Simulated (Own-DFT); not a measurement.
AlN (wurtzite, atoms displaced) (calculated)

All values are calculated (Own-DFT development build). A calculation, not a measurement: plane-wave PBE density functional theory by an unreviewed code, no spin, of a simulated periodic cell, stress positive in tension, free energy of the whole cell less one offset for each atom, forces on such cells passed a denser k mesh, this cell's mesh not checked; offsets are fitted by least squares, one for each functional and potential file, so energies compare only between cells with the same atoms and settings and are not formation energies; the far tail of each file's local potential was reset to the Coulomb form; each entry is a single point on an unrelaxed cell, so the pressure reflects the starting lattice, mostly measured values (interpolated for alloys), from which strain is counted, and rises with the displacements; printed positions are rounded, which can move forces by about a meV/angstrom; the program, named Own-DFT, is a retired in-house code; no spin-orbit coupling.

## AlN (wurtzite, atoms displaced)

```
AlN
1.0
     12.4480     0.0000     0.0000
     -6.2240    10.7803     0.0000
      0.0000     0.0000     9.9640
Al N Al N Al N Al N Al N Al N Al N Al N Al N Al N Al N Al N Al N Al N Al N Al N Al N Al N Al N Al N Al N Al N Al N Al N Al N Al N Al N Al N Al N Al N Al N Al N
2 2 2 2 2 2 2 2 2 2 2 2 2 2 2 2 2 2 2 2 2 2 2 2 2 2 2 2 2 2 2 2 2 2 2 2 2 2 2 2 2 2 2 2 2 2 2 2 2 2 2 2 2 2 2 2 2 2 2 2 2 2 2 2
Direct
  0.08238 0.16447 0.99994
  0.16799 0.08433 0.25009
  0.08424 0.16716 0.19190
  0.16780 0.08428 0.44360
  0.08494 0.16626 0.50452
  0.16576 0.08222 0.74925
  0.08227 0.16418 0.68928
  0.16907 0.08311 0.93719
  0.08307 0.41687 0.99834
  0.16780 0.33573 0.25107
  0.08178 0.41414 0.19020
  0.16446 0.33159 0.44545
  0.08554 0.41776 0.49898
  0.16568 0.33460 0.74745
  0.08558 0.41669 0.69075
  0.16849 0.33373 0.94196
  0.08301 0.66659 0.99786
  0.16493 0.58176 0.24932
  0.08141 0.66385 0.19654
  0.16561 0.58404 0.44040
  0.08019 0.66447 0.49933
  0.16939 0.58458 0.74865
  0.08198 0.66763 0.68897
  0.16967 0.58589 0.94160
  0.08105 0.91414 0.99825
  0.17014 0.83479 0.25054
  0.08076 0.91446 0.19263
  0.17061 0.83295 0.44331
  0.08483 0.91590 0.49889
  0.16836 0.83413 0.75128
  0.08461 0.91896 0.69314
  0.16699 0.83460 0.94178
  0.33331 0.16774 0.99716
  0.41652 0.08427 0.25021
  0.33236 0.16773 0.19368
  0.41528 0.08232 0.44089
  0.33450 0.16706 0.50241
  0.41491 0.08157 0.74878
  0.33023 0.16587 0.68985
  0.41623 0.08417 0.93917
  0.33306 0.41595 0.99819
  0.41579 0.33215 0.24951
  0.33415 0.41761 0.18995
  0.41480 0.33314 0.44022
  0.33065 0.41343 0.50339
  0.41605 0.33465 0.74826
  0.33080 0.41520 0.69404
  0.41397 0.33500 0.93743
  0.33088 0.66541 0.00275
  0.41623 0.58278 0.25212
  0.33241 0.66656 0.19094
  0.41466 0.58310 0.43859
  0.33396 0.66564 0.49772
  0.41691 0.58303 0.75182
  0.33179 0.66435 0.69091
  0.41562 0.58445 0.93871
  0.33177 0.91340 0.00077
  0.41522 0.83192 0.25256
  0.33279 0.91676 0.19243
  0.41523 0.83201 0.44376
  0.33645 0.91845 0.50109
  0.42116 0.83688 0.75138
  0.33238 0.91640 0.69220
  0.41800 0.83562 0.93713
  0.58204 0.16505 0.99798
  0.66835 0.08705 0.24915
  0.58318 0.16666 0.19037
  0.66636 0.08070 0.43978
  0.58073 0.16553 0.50031
  0.66762 0.08411 0.75036
  0.58246 0.16725 0.69269
  0.66745 0.08334 0.94091
  0.58203 0.41538 0.00093
  0.66647 0.33668 0.25182
  0.58428 0.41808 0.18811
  0.66870 0.33042 0.43371
  0.58555 0.41852 0.50242
  0.66682 0.33400 0.74877
  0.58440 0.41375 0.68885
  0.66874 0.33596 0.93876
  0.58537 0.66767 0.00314
  0.66617 0.58323 0.25144
  0.58316 0.66658 0.18956
  0.66412 0.58180 0.44164
  0.58099 0.66282 0.49839
  0.66787 0.58657 0.74786
  0.58105 0.66558 0.68937
  0.66973 0.58484 0.93935
  0.58472 0.91766 0.00142
  0.66771 0.83368 0.25263
  0.58464 0.91797 0.19272
  0.66615 0.83302 0.44324
  0.58556 0.91764 0.50519
  0.66906 0.83500 0.75027
  0.58364 0.91671 0.68834
  0.66766 0.83469 0.94339
  0.83331 0.16515 0.00103
  0.91496 0.08181 0.25049
  0.83468 0.16620 0.18880
  0.91406 0.08126 0.44274
  0.83403 0.16792 0.49977
  0.91620 0.08284 0.75222
  0.83192 0.16786 0.69116
  0.91935 0.08584 0.93969
  0.83154 0.41484 0.00254
  0.91535 0.33427 0.24929
  0.83360 0.41867 0.19073
  0.91736 0.33281 0.44144
  0.83180 0.41568 0.50154
  0.91958 0.33853 0.75195
  0.83170 0.41170 0.69187
  0.91561 0.33274 0.94098
  0.83304 0.66601 0.99939
  0.91623 0.58252 0.25028
  0.83574 0.66746 0.19344
  0.91650 0.58276 0.44020
  0.83299 0.66353 0.49878
  0.91262 0.58302 0.75403
  0.83648 0.67087 0.69260
  0.91792 0.58434 0.94142
  0.83661 0.91552 0.00047
  0.91656 0.83397 0.24827
  0.83101 0.91484 0.19383
  0.91704 0.83316 0.43786
  0.83344 0.91874 0.50083
  0.91670 0.83076 0.75105
  0.83690 0.91746 0.69231
  0.91550 0.83190 0.94370
```

- functional: PBE
- potential files: PseudoDojo norm-conserving, scalar-relativistic, standard set
- wave cutoff: 42 hartree
- occupations: Fermi-Dirac
- smearing width: 0.1 eV
- hardware: one NVIDIA H100
- k mesh: 2 x 2 x 2 centred on Gamma
- free energy of cell above offsets: -62.423 eV
- pressure: 3.76 GPa
- stress xx: -4.17 GPa
- stress yy: -2.9 GPa
- stress zz: -4.2 GPa
- stress yz: 0.01 GPa
- stress xz: 0.02 GPa
- stress xy: 0.01 GPa
- wall time: 345.7 s

Force:
```csv
element,x (eV/Å),y (eV/Å),z (eV/Å)
Al,0.547,0.674,0.088
Al,-0.492,-0.424,0.39
N,-0.201,-0.137,-0.056
N,0.119,-0.197,-0.425
Al,-0.593,-0.47,-0.861
Al,-0.113,0.297,-0.078
N,-0.243,0.565,0.857
N,-0.679,-0.296,0.757
Al,0.283,-0.129,0.187
Al,0.1,-0.626,0.002
N,-0.09,0.473,0.015
N,0.401,0.222,-0.651
Al,-0.588,-0.038,0.161
Al,0.358,-0.908,0.775
N,-0.759,0.421,-0.016
N,-0.63,-0.289,-0.411
Al,0.198,0.086,0.764
Al,0.094,-0.064,0.207
N,0.159,0.681,-1.118
N,0.383,-0.336,-0.012
Al,0.579,0.61,0.084
Al,-0.647,0.049,0.056
N,0.02,-0.49,0.686
N,-0.754,-0.546,-0.245
Al,0.379,0.713,0.51
Al,-0.862,-0.629,0.392
N,0.666,0.6,-0.505
N,-0.624,0.057,-0.32
Al,-0.169,-0.01,0.178
Al,-0.441,-0.183,-0.384
N,0.07,-0.909,-0.285
N,0.053,-0.522,0.007
Al,0.073,-0.079,0.345
Al,0.124,-0.068,-0.117
N,0.511,-0.172,-0.861
N,0.151,0.38,0.022
Al,-0.368,-0.108,-0.411
Al,-0.213,0.435,0.191
N,0.713,0.372,0.312
N,0.043,-0.336,0.335
Al,-0.382,0.609,0.242
Al,-0.115,0.527,0.133
N,0.003,-0.103,0.115
N,0.682,0.221,0.322
Al,-0.005,0.523,-0.33
Al,0.216,-0.518,-0.001
N,0.446,0.446,-0.589
N,1.095,-0.226,0.379
Al,0.818,0.642,-0.555
Al,-0.015,0.062,-0.737
N,0.083,-0.084,0.27
N,0.484,-0.609,0.525
Al,-0.681,0.192,0.63
Al,-0.453,0.077,-0.245
N,0.567,0.786,-0.248
N,0.529,0.007,0.804
Al,0.085,0.875,-0.097
Al,0.403,0.476,0.019
N,0.447,0.134,-0.368
N,0.572,0.343,-0.198
Al,-0.326,-0.63,0.173
Al,-0.67,-0.957,-0.648
N,0.569,0.095,-0.13
N,0.154,-0.417,1.031
Al,0.04,0.438,0.104
Al,0.108,-0.726,0.185
N,-0.262,0.478,-0.149
N,-0.381,0.681,0.287
Al,0.755,-0.12,-0.114
Al,-0.154,0.111,-0.081
N,0.035,-0.24,-0.406
N,-0.076,-0.013,-0.028
Al,0.001,0.336,-0.739
Al,0.407,-0.665,-1.238
N,-0.362,-0.169,0.566
N,-0.921,0.535,1.764
Al,-0.195,-1.026,-0.839
Al,0.259,-0.533,0.474
N,-0.628,0.959,0.296
N,-0.402,-0.574,0.322
Al,-0.443,-0.187,-0.811
Al,0.216,0.255,-0.442
N,0.066,-0.014,0.795
N,0.612,0.038,-0.028
Al,-0.434,0.863,0.235
Al,0.027,-0.531,0.257
N,0.395,0.239,0.068
N,-0.6,-0.378,0.025
Al,-0.195,-0.158,0.214
Al,-0.591,-0.05,-0.05
N,-0.28,-0.212,-0.116
N,0.159,-0.416,0.022
Al,-0.386,-0.372,-1.434
Al,-0.078,-0.285,0.053
N,0.395,0.299,1.117
N,0.335,-0.081,-0.444
Al,-0.007,0.296,-0.388
Al,0.424,0.257,0.292
N,-0.365,0.284,0.387
N,0.42,0.724,-0.279
Al,-0.099,-0.312,0.218
Al,-0.074,0.41,-0.651
N,0.605,0.133,0.173
N,-0.188,-0.823,0.467
Al,0.203,0.393,-0.394
Al,0.366,-0.274,0.187
N,-0.104,-0.462,0.089
N,-0.215,0.394,-0.197
Al,0.65,-0.14,-0.292
Al,0.37,-1.181,-0.234
N,-0.588,1.389,-0.256
N,0.109,0.223,0.23
Al,0.198,-0.107,0.686
Al,-0.003,0.306,0.053
N,-0.68,-0.392,-0.453
N,-0.373,-0.549,0.253
Al,-0.252,1.076,-0.025
Al,1.044,-0.165,-0.712
N,-0.411,-1.306,-0.621
N,-0.228,-0.402,0.192
Al,-1.086,0.514,0.259
Al,0.062,-0.207,0.511
N,0.402,0.363,-0.696
N,-0.109,-0.206,0.715
Al,0.513,-0.746,-0.022
Al,0.118,1.302,0.018
N,-0.512,-0.329,0.082
N,0.319,-0.086,-0.517
```
